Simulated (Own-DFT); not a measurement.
# Computed records: SiC (2H silicon carbide, atoms displaced), GaP (zincblende, strained, atoms displaced), GaP (zincblende, atoms displaced), SiC (4H silicon carbide, atoms displaced)

Computed with Own-DFT development build. A calculation, not a measurement: plane-wave PBE density functional theory by an unreviewed code, no spin, of a simulated periodic cell, stress positive in tension, free energy of the whole cell less one offset for each atom, forces on such cells passed a denser k mesh, this cell's mesh not checked; offsets are fitted by least squares, one for each functional and potential file, so energies compare only between cells with the same atoms and settings and are not formation energies; the far tail of each file's local potential was reset to the Coulomb form; each entry is a single point on an unrelaxed cell, so the pressure reflects the starting lattice, mostly measured values (interpolated for alloys), from which strain is counted, and rises with the displacements; printed positions are rounded, which can move forces by about a meV/angstrom; the program, named Own-DFT, is a retired in-house code; no spin-orbit coupling.

Common to all runs: functional PBE; potential files PseudoDojo norm-conserving, scalar-relativistic, standard set; wave cutoff 42 hartree; occupations Fermi-Dirac; smearing width 0.1 eV; hardware one NVIDIA H100.

(1) SiC (2H silicon carbide, atoms displaced)

```
SiC
1.0
      9.2481     0.0000     0.0000
     -4.6241     8.0091     0.0000
      0.0000     0.0000    10.0681
Si C Si C Si C Si C Si C Si C Si C Si C Si C Si C Si C Si C Si C Si C Si C Si C Si C Si C
2 2 2 2 2 2 2 2 2 2 2 2 2 2 2 2 2 2 2 2 2 2 2 2 2 2 2 2 2 2 2 2 2 2 2 2
Direct
  0.01051 0.99602 0.00154
  0.10963 0.21633 0.24647
  0.00338 0.01165 0.18028
  0.10304 0.23028 0.43247
  0.99906 0.99946 0.50756
  0.11798 0.23470 0.74191
  0.00079 0.99728 0.67887
  0.09893 0.22357 0.93539
  0.99865 0.33685 0.00351
  0.11538 0.56055 0.26002
  0.99468 0.32113 0.18663
  0.11485 0.55333 0.44049
  0.99964 0.33151 0.50060
  0.10870 0.55187 0.75991
  0.00207 0.32856 0.68095
  0.11591 0.56371 0.94293
  0.99176 0.66268 0.99632
  0.09607 0.87863 0.24047
  0.98183 0.66156 0.19343
  0.11581 0.89526 0.42557
  0.99568 0.67388 0.50061
  0.11539 0.88025 0.74899
  0.00531 0.67425 0.68256
  0.11686 0.89818 0.93330
  0.32645 0.99376 0.99903
  0.42949 0.21909 0.25022
  0.33456 0.00335 0.18747
  0.44983 0.22095 0.43517
  0.33126 0.00072 0.49865
  0.44263 0.22362 0.75627
  0.32858 0.99890 0.69608
  0.44641 0.22843 0.93675
  0.34170 0.34633 0.99442
  0.43178 0.54884 0.25232
  0.32302 0.32202 0.17620
  0.44925 0.56119 0.44000
  0.34268 0.34495 0.50394
  0.44672 0.56101 0.75474
  0.32977 0.33876 0.69354
  0.44227 0.56065 0.93668
  0.32762 0.66248 0.00934
  0.44948 0.89712 0.24325
  0.32883 0.66725 0.18564
  0.44209 0.88620 0.43340
  0.33378 0.67029 0.49479
  0.44629 0.88753 0.75003
  0.33886 0.66925 0.68512
  0.44288 0.89047 0.94365
  0.65807 0.99364 0.00930
  0.78254 0.22504 0.26265
  0.66777 0.99397 0.18452
  0.76517 0.21940 0.43050
  0.65816 0.00139 0.50334
  0.76964 0.22554 0.76069
  0.67249 0.99263 0.68726
  0.78207 0.22944 0.93521
  0.66194 0.32275 0.99333
  0.77018 0.56483 0.24159
  0.66842 0.33104 0.18606
  0.79202 0.56624 0.42429
  0.65975 0.33030 0.50435
  0.77317 0.57120 0.74866
  0.67628 0.33295 0.69592
  0.78557 0.57907 0.94132
  0.66420 0.67446 0.99923
  0.78113 0.87608 0.24470
  0.68702 0.67370 0.19188
  0.78274 0.89376 0.43888
  0.67148 0.65780 0.49871
  0.76695 0.87984 0.75786
  0.68084 0.65730 0.68071
  0.78296 0.88151 0.94874
```

| Property | Result |
| --- | --- |
| k mesh | 4 x 4 x 3 centred on Gamma |
| free energy of cell above offsets | -1.454 eV |
| pressure | 7.11 GPa |
| stress xx | -7.25 GPa |
| stress yy | -3.85 GPa |
| stress zz | -10.23 GPa |
| stress yz | 0.21 GPa |
| stress xz | -1.92 GPa |
| stress xy | 1.53 GPa |
| wall time | 355.1 s |

Force:
```
element  x (eV/Å)  y (eV/Å)  z (eV/Å)
     Si    -2.763     2.229    -1.274
     Si    -1.139     1.482     0.698
      C     0.803    -3.319     0.904
      C     3.394    -1.413     0.591
     Si    -0.042     0.606    -3.986
     Si     -1.21    -3.602     1.939
      C       0.2     0.186     4.561
      C     2.433     0.209    -0.576
     Si     0.112    -0.517     -0.11
     Si    -1.745    -1.536    -1.779
      C    -0.193     2.264     0.993
      C    -1.335     0.682     0.509
     Si    -1.752     0.595    -0.766
     Si     0.319     0.315    -2.946
      C    -2.257     1.322     1.869
      C    -1.023    -1.237    -0.086
     Si     1.286     1.913     1.815
     Si     1.272      2.25     0.956
      C     3.656     0.331    -2.326
      C     -0.73    -0.348     1.869
     Si     2.452     0.299    -1.345
     Si    -2.589     2.197    -0.145
      C    -0.088     -2.37     1.444
      C     0.681    -2.428     0.261
     Si     0.778     2.001     0.589
     Si     3.032     0.637    -0.912
      C    -1.059    -1.379    -0.654
      C    -2.345      0.65     1.095
     Si     0.025    -0.553     0.057
     Si     0.155     0.015    -1.292
      C      1.98     0.867    -1.811
      C    -0.458    -0.938     0.437
     Si     -1.36    -2.792    -0.265
     Si     1.587      0.39    -0.436
      C     0.184     2.367     1.861
      C     0.152    -0.426    -0.543
     Si    -1.299    -1.881    -0.652
     Si     0.387    -0.172    -1.871
      C     2.749     0.779    -1.029
      C     0.493     0.972     0.939
     Si     0.237     1.451    -2.181
     Si    -0.048    -0.642     0.953
      C     0.617      0.11     1.994
      C    -0.434     0.816     0.304
     Si     0.306    -0.356     1.235
     Si    -0.119     0.336      0.34
      C     -0.67    -0.245       0.7
      C     0.329    -1.008    -0.905
     Si     1.647     1.302    -2.158
     Si    -0.892     -0.62    -5.258
      C     0.157     0.489     2.305
      C     1.028     0.368     5.192
     Si     2.157    -0.677    -1.375
     Si     4.129    -1.843    -2.512
      C    -2.638     1.284     1.061
      C    -0.042    -1.519     1.778
     Si    -0.291     2.662     2.246
     Si     4.776    -5.986     2.056
      C    -1.335     0.131    -0.034
      C    -1.939     -2.27     2.319
     Si     1.851     1.423    -0.877
     Si     8.266    -4.454     3.744
      C    -3.766     1.519    -1.664
      C    -1.184    -3.587    -2.069
     Si     0.985    -1.861     1.693
     Si    -1.485     4.745     2.197
      C    -7.607    -0.834     -3.59
      C    -0.774    -1.102    -0.382
     Si    -0.463     2.503    -1.408
     Si      3.03     0.913    -1.025
      C     -8.66     3.629    -1.183
      C    -1.914     2.681    -2.081
```

(2) GaP (zincblende, strained, atoms displaced)

```
GaP
1.0
     10.8620     0.0000     0.0000
      0.0000    10.8620     0.0000
      0.0000     0.0000    10.9439
Ga P Ga P Ga P Ga P Ga P Ga P Ga P Ga P
4 4 4 4 4 4 4 4 4 4 4 4 4 4 4 4
Direct
  0.99414 0.00696 0.99766
  0.00767 0.23811 0.24786
  0.25528 0.00555 0.26030
  0.24583 0.26194 0.00765
  0.13257 0.11769 0.12807
  0.12506 0.37940 0.37523
  0.38088 0.14127 0.38338
  0.37721 0.38204 0.12078
  0.99578 0.98752 0.50193
  0.99578 0.22945 0.75281
  0.25736 0.00555 0.75108
  0.25317 0.25367 0.49119
  0.13822 0.12848 0.62218
  0.12417 0.36974 0.88140
  0.36677 0.13261 0.89772
  0.36397 0.37518 0.63420
  0.99584 0.51812 0.00570
  0.01564 0.75950 0.23647
  0.26184 0.50659 0.24868
  0.25315 0.75127 0.99241
  0.12871 0.63523 0.13017
  0.12412 0.87802 0.36683
  0.37347 0.62376 0.36993
  0.38052 0.87926 0.12637
  0.00099 0.49549 0.49915
  0.99783 0.75418 0.75923
  0.25929 0.50449 0.74810
  0.24925 0.74279 0.50408
  0.12294 0.62250 0.60863
  0.13392 0.88077 0.86791
  0.37098 0.63696 0.88049
  0.37607 0.85916 0.63039
  0.50227 0.00423 0.99526
  0.50182 0.24063 0.25848
  0.75010 0.99492 0.25960
  0.74197 0.25318 0.00712
  0.63001 0.12667 0.10749
  0.62070 0.37537 0.37582
  0.87622 0.12283 0.37160
  0.86898 0.37515 0.13997
  0.49159 0.00516 0.50245
  0.50723 0.24275 0.75764
  0.74176 0.99041 0.73451
  0.74369 0.24681 0.50207
  0.62256 0.12917 0.62634
  0.61418 0.37955 0.87851
  0.87685 0.12367 0.87653
  0.87745 0.37619 0.62937
  0.49941 0.50379 0.00079
  0.48956 0.74832 0.24627
  0.75118 0.50140 0.24753
  0.76199 0.75951 0.99646
  0.63250 0.62497 0.14181
  0.63551 0.87482 0.36698
  0.87134 0.60728 0.37369
  0.87804 0.87500 0.11130
  0.50118 0.51523 0.50653
  0.49995 0.75383 0.75092
  0.75541 0.49817 0.75511
  0.74188 0.73567 0.50713
  0.63009 0.62596 0.62562
  0.63115 0.87701 0.86358
  0.87759 0.62823 0.86805
  0.86611 0.87164 0.62417
```

| Item | Value |
| --- | --- |
| k mesh | 3 x 3 x 3 centred on Gamma |
| free energy of cell above offsets | -29.261 eV |
| pressure | 4.49 GPa |
| stress xx | -4.75 GPa |
| stress yy | -4.74 GPa |
| stress zz | -3.97 GPa |
| stress yz | 0.24 GPa |
| stress xz | 0.74 GPa |
| stress xy | -0.49 GPa |
| wall time | 566.7 s |

Force:
```
element  x (eV/Å)  y (eV/Å)  z (eV/Å)
     Ga     1.518    -0.592     0.012
     Ga    -0.259     1.061     0.338
     Ga     0.573     -0.05    -0.303
     Ga    -0.342    -0.214     0.651
      P    -0.243     0.433    -0.581
      P     0.433    -0.567    -1.039
      P    -0.664    -2.377    -0.463
      P     0.264    -0.783     1.181
     Ga     0.503     1.066    -0.156
     Ga     1.217     1.927    -0.752
     Ga     0.448     0.149    -0.062
     Ga    -1.021     1.356     1.213
      P    -1.122    -0.898    -0.321
      P    -0.957     1.382    -0.882
      P     0.868    -0.623    -2.158
      P     2.239     -0.63    -1.123
     Ga     0.362    -1.773     0.223
     Ga    -2.298     0.032     1.043
     Ga    -1.485    -1.077    -0.477
     Ga    -1.049      1.48     1.578
      P     1.194    -1.311    -1.372
      P     0.658    -0.187     1.551
      P     0.629     0.946     1.473
      P    -0.621     0.239    -0.469
     Ga    -0.609    -0.319    -0.145
     Ga     0.999     0.337    -1.642
     Ga    -1.835     0.431      0.96
     Ga     0.069     0.798    -1.405
      P    -0.365     0.118     2.562
      P    -1.068    -0.018     0.783
      P     1.582    -1.633     -1.21
      P    -0.553     2.179    -1.115
     Ga     0.087    -0.762    -0.059
     Ga     1.136     1.458    -2.147
     Ga     1.014     1.176    -2.372
     Ga     1.806     1.666    -1.373
      P    -1.101    -1.532     3.188
      P     0.121     0.341     0.348
      P    -0.021     0.002     1.007
      P     1.285    -0.596     -1.83
     Ga     0.876    -1.157     0.051
     Ga    -1.707     0.625     0.248
     Ga     0.686     1.592     0.762
     Ga     0.857     0.903    -0.562
      P    -0.207    -0.822    -0.123
      P     1.495    -0.036    -0.385
      P    -2.219    -0.275    -0.119
      P    -0.009    -1.134    -0.063
     Ga     0.235     1.088     0.526
     Ga     1.321     0.365     0.401
     Ga    -0.615     -1.16      1.25
     Ga    -1.704    -1.459    -0.507
      P    -1.033     1.111    -2.638
      P    -2.452    -1.288     1.913
      P     0.944     2.355     0.495
      P     0.546     0.925     2.146
     Ga    -0.699     -1.86     -0.42
     Ga     0.886    -1.042      0.58
     Ga     -0.69    -0.437    -0.249
     Ga     1.793       1.4    -2.296
      P    -1.247    -0.854     2.128
      P    -0.938     -0.33     1.506
      P    -0.539    -0.167     1.033
      P      1.03    -0.978    -0.326
```

(3) GaP (zincblende, atoms displaced)

```
GaP
1.0
     10.9010     0.0000     0.0000
      0.0000    10.9010     0.0000
      0.0000     0.0000    10.9010
Ga P Ga P Ga P Ga P Ga P Ga P Ga P Ga P
4 4 4 4 4 4 4 4 4 4 4 4 4 4 4 4
Direct
  0.00281 0.99987 0.01341
  0.01671 0.23131 0.25813
  0.24478 0.01029 0.24691
  0.24556 0.25141 0.99350
  0.13613 0.12907 0.12550
  0.12607 0.39107 0.37608
  0.36842 0.14750 0.38629
  0.37530 0.37603 0.11526
  0.99666 0.00181 0.50920
  0.00189 0.24465 0.73960
  0.26210 0.99661 0.76528
  0.24401 0.24893 0.50795
  0.11179 0.13206 0.62726
  0.13080 0.37830 0.88642
  0.37525 0.11430 0.86027
  0.38846 0.37120 0.62189
  0.01684 0.52015 1.00000
  0.00182 0.74826 0.25011
  0.23327 0.49003 0.24873
  0.24548 0.72541 0.99877
  0.11057 0.61821 0.11976
  0.14359 0.87102 0.36168
  0.37631 0.62473 0.38571
  0.37449 0.87279 0.11122
  0.01881 0.49755 0.49254
  0.99002 0.74899 0.75236
  0.25832 0.50972 0.74703
  0.24880 0.73936 0.51738
  0.12092 0.60824 0.60956
  0.13470 0.86895 0.88490
  0.37825 0.62300 0.87004
  0.37206 0.87455 0.62918
  0.50364 0.01189 0.00317
  0.50128 0.24472 0.24921
  0.75380 0.98290 0.25668
  0.74071 0.25681 0.99929
  0.62641 0.13679 0.12491
  0.62869 0.37841 0.37968
  0.87609 0.13898 0.38686
  0.88780 0.36611 0.11148
  0.50023 0.99338 0.51426
  0.49843 0.24449 0.74943
  0.75774 0.01059 0.73920
  0.74922 0.22867 0.50828
  0.62353 0.10778 0.61705
  0.62837 0.38299 0.86664
  0.87812 0.13183 0.86010
  0.88394 0.38597 0.61420
  0.49842 0.50417 0.99843
  0.48449 0.75076 0.25450
  0.73954 0.47222 0.24523
  0.72998 0.73005 0.00240
  0.62622 0.63034 0.11796
  0.63149 0.87162 0.36495
  0.87755 0.61927 0.37538
  0.86898 0.87343 0.12772
  0.50405 0.50512 0.49665
  0.50171 0.76542 0.77055
  0.74477 0.49171 0.74716
  0.74098 0.74173 0.50401
  0.62637 0.62313 0.62444
  0.61282 0.86541 0.87286
  0.88571 0.63993 0.87716
  0.88086 0.87224 0.62073
```

| Item | Value |
| --- | --- |
| k mesh | 3 x 3 x 3 centred on Gamma |
| free energy of cell above offsets | -23.488 eV |
| pressure | 5.64 GPa |
| stress xx | -5.66 GPa |
| stress yy | -5.16 GPa |
| stress zz | -6.11 GPa |
| stress yz | 0.04 GPa |
| stress xz | 1.06 GPa |
| stress xy | -2.5 GPa |
| wall time | 573.9 s |

Force:
```
element  x (eV/Å)  y (eV/Å)  z (eV/Å)
     Ga    -0.377    -0.071     -1.14
     Ga    -1.083      2.18    -0.011
     Ga     2.321     -0.83     0.575
     Ga     1.575    -0.425     0.059
      P    -0.874    -0.209     -0.91
      P     0.467    -4.776    -0.396
      P     1.081    -2.781    -1.258
      P    -0.157    -0.349     1.032
     Ga     0.741     -0.34    -1.665
     Ga      -1.1     3.203     1.524
     Ga    -3.125    -1.903     -2.41
     Ga    -0.485     1.561       0.5
      P     3.033    -2.161    -0.664
      P    -0.849     0.641    -2.415
      P      1.74     3.033     3.131
      P    -1.189     0.554     0.134
     Ga    -4.006    -4.162    -3.667
     Ga    -0.568     0.336     0.476
     Ga     2.605      1.77    -1.712
     Ga     0.595     1.257     0.208
      P     3.747     3.023     4.457
      P    -1.398    -0.195     1.782
      P     -1.08    -0.246    -1.169
      P    -0.492     0.244     0.992
     Ga    -4.336     0.363    -0.547
     Ga     2.259     1.198    -1.292
     Ga    -0.507    -1.765    -0.488
     Ga      0.38     1.089    -1.462
      P     1.152     2.534     3.941
      P    -1.025     0.176    -0.606
      P     0.129     0.431     0.291
      P    -0.068    -0.592     0.433
     Ga    -0.157    -0.985    -0.374
     Ga    -0.575     1.589     0.643
     Ga     0.855     2.852    -0.542
     Ga      1.43     0.146    -0.945
      P     0.468    -1.773     0.422
      P    -1.067    -2.075     0.839
      P     0.905    -2.707    -1.891
      P     -0.19     0.389      0.96
     Ga    -1.157    -0.719    -2.868
     Ga     0.876     0.264    -0.356
     Ga     0.114    -1.849     0.834
     Ga    -0.434     3.142     0.304
      P     0.135     1.922      1.79
      P    -1.582     -1.53     1.239
      P    -0.566    -0.559     2.202
      P    -0.859    -1.403     0.854
     Ga     0.404    -0.166    -0.211
     Ga     0.759      0.39    -0.747
     Ga     2.321     1.897    -1.473
     Ga     3.436     3.529    -3.037
      P    -2.965    -3.436     4.023
      P    -2.225    -0.892     2.096
      P    -0.448    -0.092    -0.342
      P     0.484     -0.73    -0.972
     Ga     0.211    -0.592     0.337
     Ga    -3.244    -3.557    -4.315
     Ga     2.202     1.589    -1.033
     Ga     1.524     0.575    -1.056
      P    -1.031     0.325      1.42
      P      4.81     4.363     3.309
      P    -2.323     -2.36     0.983
      P    -1.223    -0.337     0.184
```

(4) SiC (4H silicon carbide, atoms displaced)

```
SiC
1.0
      6.1654     0.0000     0.0000
     -3.0827     5.3394     0.0000
      0.0000     0.0000    10.0681
Si C Si C Si C Si C Si C Si C Si C Si C
2 2 2 2 2 2 2 2 2 2 2 2 2 2 2 2
Direct
  0.00856 0.99371 0.39971
  0.15427 0.29955 0.13981
  0.01716 0.02433 0.08791
  0.17353 0.30917 0.34201
  0.01217 0.53439 0.40634
  0.11574 0.77593 0.15228
  0.99481 0.50300 0.09615
  0.16964 0.81769 0.35422
  0.52931 0.01940 0.41173
  0.64012 0.33084 0.15102
  0.50540 0.02792 0.08879
  0.70615 0.39714 0.35571
  0.46417 0.46337 0.42195
  0.65689 0.81882 0.15185
  0.53640 0.50423 0.08345
  0.65573 0.80923 0.34207
  0.98943 0.97850 0.91213
  0.89145 0.67465 0.64765
  0.00116 0.99899 0.59012
  0.81634 0.64635 0.85821
  0.97515 0.49178 0.91954
  0.81769 0.16258 0.65224
  0.02087 0.49888 0.59956
  0.85411 0.19227 0.83649
  0.49222 0.00451 0.90271
  0.36852 0.71366 0.65884
  0.50002 0.98936 0.59422
  0.34491 0.66264 0.85887
  0.50515 0.50953 0.91293
  0.30601 0.18223 0.64767
  0.47330 0.48816 0.60368
  0.34707 0.20120 0.86718
```

| Item | Value |
| --- | --- |
| k mesh | 5 x 5 x 3 centred on Gamma |
| free energy of cell above offsets | 9.628 eV |
| pressure | 15.4 GPa |
| stress xx | -7.68 GPa |
| stress yy | -28 GPa |
| stress zz | -10.53 GPa |
| stress yz | -1.81 GPa |
| stress xz | -2.61 GPa |
| stress xy | 0.89 GPa |
| wall time | 117.2 s |

Force:
```
element  x (eV/Å)  y (eV/Å)  z (eV/Å)
     Si    -1.782    -1.851     0.279
     Si     0.453     10.21     5.561
      C     -1.05    -11.46    -0.734
      C    -2.874     0.891    -2.116
     Si     3.408    -7.068     3.416
     Si      1.74      12.1      3.98
      C     1.213    -9.135    -1.659
      C     1.119     7.613    -3.868
     Si    -0.263     -0.83    -2.463
     Si     5.034    -0.705      4.43
      C     0.645     -5.26     0.901
      C    -2.732    -5.754    -1.945
     Si     2.165     4.158    -1.324
     Si    -0.881     2.722     1.097
      C    -6.283     2.292     1.646
      C    -0.134     1.501     0.714
     Si    -0.015     3.014    -2.534
     Si    -6.073    -0.198     3.009
      C    -1.823    -1.214    -0.724
      C     2.102     3.137    -3.291
     Si     3.082     0.463    -2.733
     Si     2.662     1.434     1.547
      C     1.254    -0.259    -2.125
      C    -0.814    -3.543     1.144
     Si     1.079     1.017     0.692
     Si     0.046    -9.669     3.921
      C    -1.814     6.971    -2.215
      C     -3.53     2.567     -1.91
     Si    -0.545     0.496    -1.622
     Si     3.394    -1.474     4.667
      C     2.174     4.086    -1.377
      C    -0.956    -6.262    -4.363
```
